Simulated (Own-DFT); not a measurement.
GaP (zincblende, strained, atoms displaced), Si3N4 (beta silicon nitride, atoms displaced) (calculated)

Computed with Own-DFT development build. A calculation, not a measurement: plane-wave PBE density functional theory by an unreviewed code, no spin, of a simulated periodic cell, stress positive in tension, free energy of the whole cell less one offset for each atom, forces on such cells passed a denser k mesh, this cell's mesh not checked; offsets are fitted by least squares, one for each functional and potential file, so energies compare only between cells with the same atoms and settings and are not formation energies; the far tail of each file's local potential was reset to the Coulomb form; each entry is a single point on an unrelaxed cell, so the pressure reflects the starting lattice, mostly measured values (interpolated for alloys), from which strain is counted, and rises with the displacements; printed positions are rounded, which can move forces by about a meV/angstrom; the program, named Own-DFT, is a retired in-house code; no spin-orbit coupling.

Common to all runs: functional PBE; potential files PseudoDojo norm-conserving, scalar-relativistic, standard set; wave cutoff 42 hartree; occupations Fermi-Dirac; smearing width 0.1 eV; k mesh 3 x 3 x 3 centred on Gamma.

(1) 
```xyz
64
Lattice="10.7642 0.1517 -0.0180 0.1517 10.7346 -0.1266 -0.0180 -0.1266 11.0352" Properties=species:S:1:pos:R:3:force_x:R:1:force_y:R:1:force_z:R:1 formula=GaP hardware=one_NVIDIA_H100 free_energy_of_cell_above_offsets=-32.488 pressure=4.79 stress_xx=-5.36 stress_yy=-5.53 stress_zz=-3.48 stress_yz=-2.66 stress_xz=0.31 stress_xy=2.52 wall_time=516.3
Ga     0.2085    10.6868    -0.0483     -0.617      0.377     -0.923
Ga    10.7727     2.7418     2.6856     -0.016      1.058       0.05
Ga     2.8642    10.7306     2.6351     -0.727      0.276      0.568
Ga     2.6619     2.5705    10.9720      0.501     -0.006      0.029
P      1.3813     1.3672     1.3352      0.278     -0.429      0.366
P      1.4076     3.9999     4.0803      0.255     -0.667     -0.129
P      4.0814     1.3527     4.1260      0.634     -0.814     -0.443
P      4.1557     4.0128     1.2117     -0.733     -0.211      1.179
Ga    10.7455     0.0970     5.4924     -0.915     -0.161      0.352
Ga    10.7497     2.7134     8.2258      0.338      0.223     -0.028
Ga     2.7508    -0.0341     8.2580     -1.712       0.07      0.275
Ga     2.8100     2.5815     5.4830     -1.296      0.876      0.573
P      1.2801     1.2448     6.8450      1.206      0.497      0.287
P      1.4045     3.9000     9.5745     -0.266      0.336     -0.198
P      4.0326     1.2444     9.6117      0.269      0.666      0.406
P      4.0765     4.0411     6.8418      0.479     -0.495     -0.355
Ga    10.8367     5.4872    -0.0717      0.322      0.163     -0.397
Ga     0.1560     7.9464     2.6783     -1.459      0.455      0.498
Ga     2.7666     5.3508     2.6645     -0.457     -0.582     -0.738
Ga     2.8060     7.9319    10.9282     -0.237      0.246      0.333
P      1.3660     6.7063     1.2781      1.497     -0.404     -0.409
P      1.3929     9.3283     4.0738      0.861      0.113     -0.849
P      4.0821     6.6780     3.9263      1.045      0.775      1.294
P      4.2038     9.5001     1.2793     -0.312     -0.235     -1.152
Ga     0.0912     5.3056     5.4590     -0.089     -0.081      0.918
Ga    10.7939     8.1294     8.1937     -0.015     -0.299      0.338
Ga     2.7120     5.2945     8.1680      0.307      0.238      0.813
Ga     2.7565     8.0121     5.4259      0.521      -0.16     -0.151
P      1.4689     6.7219     6.8903     -0.805     -0.376      -0.79
P      1.4706     9.2734     9.5053      0.412      0.472      0.199
P      4.1754     6.6442     9.5733      -0.52      -0.41     -0.006
P      4.0939     9.4491     6.7552      1.178     -1.709     -0.179
Ga     5.5590    10.6727    10.8450     -0.824      1.141      1.514
Ga     5.4616     2.6773     2.7374     -1.364      0.506     -0.053
Ga     8.1682    10.7765     2.6261      0.208     -0.047      0.028
Ga     8.0761     2.6738    10.9799      0.206      0.503      0.443
P      6.7776     1.4711     1.4177      0.251     -0.903     -1.374
P      6.7048     4.0210     4.0851      1.747     -0.125     -0.924
P      9.4236     1.3981     4.0373      0.145     -0.307      0.179
P      9.5127     4.2329     1.2703      -0.89     -1.013      0.934
Ga     5.5500    10.7431     5.5023     -0.167      0.025     -0.745
Ga     5.3645     2.7145     8.3233     -0.127     -0.026     -0.308
Ga     8.1737    10.7197     8.1953      0.037      0.923      0.149
Ga     8.1232     2.7052     5.3825     -0.252      0.167      1.404
P      6.7046     1.3514     6.9627      0.608      0.548     -0.623
P      6.7352     4.0552     9.6437      0.381     -0.294     -0.326
P      9.4059     1.4387     9.5694      0.264      -1.33      0.935
P      9.4533     4.0768     6.9199     -0.103      0.215     -1.311
Ga     5.4527     5.4342    -0.0043          0      0.514     -0.216
Ga     5.4712     8.2306     2.6525     -0.657      -1.86     -0.343
Ga     8.1442     5.5250     2.7874     -0.818     -1.166     -1.245
Ga     8.1322     8.2075    -0.0772      0.007     -0.237      0.306
P      6.7966     6.8043     1.3041      0.178      0.319      0.338
P      6.8165     9.3780     3.9721      0.129      1.775      0.675
P      9.4268     6.7242     4.1131      1.265      1.437      0.324
P      9.5358     9.5166     1.2409      0.345      -0.29      0.468
Ga     5.5507     5.2973     5.4131     -1.661       1.63      1.076
Ga     5.5294     8.0094     8.2777     -0.936      0.684     -0.683
Ga     8.0868     5.4015     8.2434      0.377      0.329      0.383
Ga     8.0971     8.1950     5.3634      0.787     -0.845      1.228
P      6.8048     6.7775     6.8423       0.22     -0.348      -0.82
P      6.8307     9.4403     9.5627      0.798      -1.13     -0.535
P      9.5110     6.7695     9.6837     -0.353     -0.271     -1.271
P      9.4893     9.4856     6.8451      0.274     -0.325     -1.339
```

Units: free_energy_of_cell_above_offsets in eV; pressure, stress_xx, stress_yy, stress_zz, stress_yz, stress_xz, stress_xy in GPa; wall_time in s; force_x, force_y, force_z in eV/Å.

(2) 
```xyz
64
Lattice="10.8695 -0.0895 0.1861 -0.0895 11.1141 -0.0195 0.1861 -0.0195 11.0597" Properties=species:S:1:pos:R:3:force_x:R:1:force_y:R:1:force_z:R:1 formula=GaP hardware=one_NVIDIA_H100 free_energy_of_cell_above_offsets=-33.210 pressure=0.84 stress_xx=-1.71 stress_yy=-0.21 stress_zz=-0.6 stress_yz=-0.28 stress_xz=3.34 stress_xy=-0.98 wall_time=549.6
Ga    11.0112    -0.0711    11.2243     -0.021      0.439     -0.227
Ga    10.8598     2.6577     2.9441     -0.167      0.115      0.263
Ga     2.6960    11.0724     2.7548     -0.526      0.175      0.491
Ga     2.8866     2.6816    11.0699     -0.305      0.741      0.377
P      1.3082     1.3625     1.4441      0.694     -0.185     -0.446
P      1.2620     4.1566     4.1400      1.494     -0.202     -0.203
P      4.0312     1.3573     4.3434      0.777     -0.699      -1.05
P      4.1788     4.1450     1.3800      -1.51     -1.378      1.048
Ga    10.8390    10.9678     5.6472      0.067      0.587      0.951
Ga     0.1837     2.7541     8.2752     -0.852      0.927      0.208
Ga     2.7506    11.0556     8.2413     -0.348      0.888      0.446
Ga     2.7630     2.7658     5.5985     -0.882      0.901      0.305
P      1.3745     1.4105     6.9399      0.952     -1.215     -0.761
P      1.5379     4.1400     9.6229      0.231      0.005      0.315
P      4.2353     1.4058     9.6939     -0.216     -1.749      0.469
P      4.1453     4.1556     7.0265      0.695      -1.03      -1.02
Ga    11.0021     5.3552    11.1742      0.095      0.594      0.222
Ga    10.7928     8.3502     2.9000      0.593     -0.578      0.178
Ga     2.7514     5.5083     2.7201     -0.673      0.128       0.09
Ga     2.8869     8.2723    11.0778     -0.675      0.088     -0.527
P      1.2828     6.9574     1.3396      0.157     -0.384      0.243
P      1.3392     9.7081     4.2350      0.292      0.027     -1.348
P      4.0402     6.9392     4.1643      0.093     -0.209      0.462
P      4.0230     9.6779     1.3769     -0.502     -0.458      1.075
Ga     0.0651     5.6231     5.4611     -0.088     -0.006      0.597
Ga    10.8946     8.3053     8.5304      0.476     -0.455     -0.494
Ga     2.9608     5.5641     8.2814     -1.746      0.567      0.125
Ga     2.7829     8.4421     5.5509     -0.511     -1.131     -0.457
P      1.4577     6.9741     6.8321     -0.096     -0.059      1.097
P      1.4308     9.7677     9.7090      0.386     -0.638     -0.003
P      4.2238     6.9338     9.6291     -0.423     -0.685      1.579
P      4.0880     9.6448     6.9616      0.591      0.011      0.686
Ga     5.3079    10.9997     0.1147      0.491      1.635     -0.475
Ga     5.4134     2.7096     2.9468      0.429     -0.207     -0.495
Ga     8.1060    10.9939     2.9530      1.098       1.28     -1.174
Ga     8.0520     2.7487     0.1853       0.38     -0.218     -0.809
P      6.8734     1.2544     1.5371      -1.09      0.175       0.31
P      6.8028     4.0703     4.3107      0.214     -0.134      0.075
P      9.5887     1.2549     4.3690     -0.325      0.099     -0.547
P      9.5039     4.0216     1.5585     -0.072      0.109     -0.215
Ga     5.3699    11.0506     5.6977      1.066      0.636      -0.67
Ga     5.5430     2.6690     8.3610       0.17      1.554      0.174
Ga     8.2479    -0.0458     8.4376      -0.19      -0.51     -0.033
Ga     8.2226     2.6338     5.6977      0.581      1.277     -0.601
P      6.9158     1.4399     7.0506     -0.589     -2.003      0.144
P      6.9095     4.1376     9.7588      0.211     -0.592     -0.077
P      9.6544     1.2964     9.7396     -0.224       0.34      1.179
P      9.6083     4.1113     7.0506      0.452     -0.473     -0.162
Ga     5.5391     5.4431    11.1139      0.827      1.315     -0.851
Ga     5.3689     8.2877     2.8144      0.787      0.181      0.041
Ga     8.1416     5.4006     2.8972      0.045      0.602      0.193
Ga     8.3228     8.1766    11.1688     -1.175      0.763      0.993
P      6.7250     6.8059     1.5020      0.299       0.33     -0.101
P      6.9151     9.7056     4.2374     -2.695     -0.866      0.744
P      9.5706     6.8644     4.3023     -0.618     -0.057     -0.809
P      9.4545     9.6709     1.5053     -0.375     -0.222      0.032
Ga     5.4533     5.5374     5.6088       0.23      0.336      0.157
Ga     5.4951     8.2244     8.3310      0.881      1.157      -0.07
Ga     8.3504     5.4863     8.4186     -0.818      0.073     -0.066
Ga     8.1919     8.3068     5.5237      0.233       -0.6       1.18
P      6.9039     6.9025     7.0586      0.099     -0.237     -0.943
P      6.8151     9.6266     9.8971      0.708     -0.399     -1.334
P      9.5578     6.8491     9.8708      1.339     -0.641     -0.596
P      9.5340     9.6082     7.0541     -0.419      0.164      0.112
```

Units: free_energy_of_cell_above_offsets in eV; pressure, stress_xx, stress_yy, stress_zz, stress_yz, stress_xz, stress_xy in GPa; wall_time in s; force_x, force_y, force_z in eV/Å.

(3) 
```xyz
42
Lattice="7.6060 0.0000 0.0000 -3.8030 6.5870 0.0000 0.0000 0.0000 8.7270" Properties=species:S:1:pos:R:3:force_x:R:1:force_y:R:1:force_z:R:1 formula=Si3N4 free_energy_of_cell_above_offsets=-3.641 pressure=7.94 stress_xx=-5.2 stress_yy=-9.26 stress_zz=-9.36 stress_yz=-1.17 stress_xz=-0.22 stress_xy=-3.13
Si    -1.6584     5.1791     0.7983      2.799     -1.781     -3.392
Si     0.2739     2.6989     0.6860     -1.243     -1.604      1.748
Si     1.4802     5.4669     0.7127     -2.228     -2.777     -0.296
Si     5.5014     1.3741     2.1973     -1.793       5.53      0.148
Si     3.6585     3.8959     2.1710     -2.178      0.003      0.563
Si     2.5357     1.2576     2.2571     -4.089     -2.432     -1.602
N      2.4376     0.2570     0.7564      0.166      0.771      0.098
N      6.1999     1.9322     0.8012       1.98      0.701     -3.359
N      2.8067     4.3002     0.6880     -1.265      1.913      1.945
N      1.4531     6.4003     2.1711     -0.434     -5.212      0.902
N     -2.4494     4.6234     2.1379      0.663      0.533      2.732
N      1.0224     2.2230     2.1961      0.924     -0.858      0.419
N     -0.0117     4.3101     0.7207     -0.064      4.778      0.502
N      3.8142     2.2205     2.1305      3.581     -0.395       0.64
Si    -1.6073     5.0754     3.6436      0.393     -1.652     -0.979
Si     0.1696     2.6622     3.6389      0.208      1.234     -1.285
Si     1.3662     5.4220     3.6851      1.784     -0.417     -0.627
Si     5.3943     1.5437     5.1787     -2.278     -1.278     -4.859
Si     3.6520     3.9082     5.1106      -2.67     -1.027      0.859
Si     2.3533     1.1775     5.0583      0.855      -0.11      0.435
N      2.3433     0.1394     3.6350      0.265      3.196      0.374
N      6.1952     1.9604     3.6254      0.587      0.227      1.838
N      2.8337     4.3480     3.7134     -1.407      1.771     -2.463
N      1.4037     6.3962     5.0943      0.336      0.516      0.393
N     -2.3851     4.5179     5.1061     -0.701      0.246      -1.95
N      0.9864     2.2323     5.0686     -0.018     -0.833      0.627
N      0.0019     4.4445     3.6936     -1.083     -1.641     -0.441
N      3.7721     2.1862     5.0242      0.833     -0.179      0.692
Si    -1.6694     5.0697     6.4630      2.537      1.774      4.734
Si     0.1444     2.6584     6.5281      2.239      2.243       1.27
Si     1.3913     5.5089     6.5758     -1.382     -3.794     -2.428
Si     5.3949     1.6057     7.9736     -0.026     -2.179       2.98
Si     3.5497     3.8728     7.9791      1.606      1.202     -0.306
Si     2.4954     1.1509     7.9465     -1.685      0.205      2.571
N      2.4267     0.2830     6.5389     -0.896     -2.527     -2.098
N      6.2276     1.8703     6.5262      1.673       1.44      1.962
N      2.6900     4.3159     6.5671      0.987      0.795     -1.175
N      1.3621     6.3399     7.9592       0.85      3.817      2.815
N     -2.4282     4.6433     8.0104     -1.313     -0.191     -0.721
N      1.0666     2.1823     8.0136     -0.462     -0.448     -1.962
N     -0.0765     4.4485     6.6038       1.15     -1.395     -0.863
N      3.8127     2.2029     7.9815        0.8     -0.167     -0.442
```

Units: free_energy_of_cell_above_offsets in eV; pressure, stress_xx, stress_yy, stress_zz, stress_yz, stress_xz, stress_xy in GPa; force_x, force_y, force_z in eV/Å.

(4) 
```xyz
42
Lattice="7.6060 0.0000 0.0000 -3.8030 6.5870 0.0000 0.0000 0.0000 8.7270" Properties=species:S:1:pos:R:3:force_x:R:1:force_y:R:1:force_z:R:1 formula=Si3N4 free_energy_of_cell_above_offsets=-3.062 pressure=7.92 stress_xx=-10.01 stress_yy=-5.63 stress_zz=-8.12 stress_yz=-0.15 stress_xz=1.58 stress_xy=0.75
Si    -1.6113     5.0732     0.6957      1.526      0.704      1.581
Si     0.1721     2.5588     0.7138      2.138      4.709      0.287
Si     1.4863     5.4533     0.8316     -5.417      0.205     -5.118
Si     5.3397     1.4745     2.1788      2.453      2.717      0.541
Si     3.5639     3.9886     2.2402      2.018     -2.694     -2.251
Si     2.4906     1.0930     2.2355     -1.119      1.052     -1.504
N      2.4532     0.2095     0.7212     -1.331      1.119      0.177
N      6.1931     2.0916     0.7012     -1.118     -1.732      1.249
N      2.6979     4.3908     0.7659      4.508     -2.179      -0.42
N      1.3773     6.4299     2.1235      0.733     -1.336      3.987
N     -2.3472     4.5699     2.2238     -3.091     -0.453     -2.033
N      1.0698     2.2841     2.1864      0.588     -2.301     -1.186
N     -0.0403     4.4779     0.7278      2.444     -2.521     -0.094
N      3.8461     2.1400     2.2509     -2.246      2.992     -0.286
Si    -1.6136     4.9940     3.6532      2.738      1.973     -1.112
Si     0.1854     2.6767     3.5637      0.044     -0.392      2.611
Si     1.3835     5.4382     3.6777     -1.215      0.337      0.053
Si     5.4109     1.5490     5.0873      -1.93     -0.704      3.364
Si     3.6643     3.9719     5.1058     -4.334     -2.387      0.563
Si     2.4658     1.1327     5.1730     -2.022     -0.586     -1.689
N      2.4398     0.1553     3.6287     -0.243     -0.199      2.186
N      6.1748     1.9611     3.7391      2.232      0.881     -5.186
N      2.7449     4.3797     3.6140      0.002      0.923      2.499
N      1.4806     6.4003     5.1721      0.112      0.229     -2.462
N     -2.4531     4.6163     5.0189      0.977      0.802      3.272
N      1.0155     2.1905     5.0777      1.067     -1.178     -0.818
N     -0.0060     4.3651     3.6313      0.332      1.065      0.181
N      3.7474     2.1862     5.1742      2.508      1.754     -0.478
Si    -1.6633     5.0756     6.5931      3.587       0.08     -2.443
Si     0.2903     2.6598     6.5294     -2.231      3.042     -1.223
Si     1.4280     5.4761     6.5825     -1.687     -0.106      1.415
Si     5.4310     1.5797     7.9795     -0.396     -1.218     -0.574
Si     3.6173     3.8503     7.9718     -0.222      0.681      2.459
Si     2.3687     1.2395     7.9972      3.963     -3.883      1.136
N      2.4332     0.1819     6.6228     -0.933      0.792     -1.086
N      6.2271     2.0911     6.5334      0.541     -0.242       0.35
N      2.7755     4.4196     6.6575      0.817     -0.019     -3.121
N      1.3333     6.4751     7.9921      1.723     -1.362      1.448
N     -2.4231     4.6669     7.9915     -2.713     -1.547      1.106
N      1.0901     2.2163     7.9535      -2.96      1.241      1.565
N      0.0172     4.4807     6.4765     -0.612     -2.059       0.54
N      3.8400     2.1553     7.9664     -1.231      1.799      0.513
```

Units: free_energy_of_cell_above_offsets in eV; pressure, stress_xx, stress_yy, stress_zz, stress_yz, stress_xz, stress_xy in GPa; force_x, force_y, force_z in eV/Å.
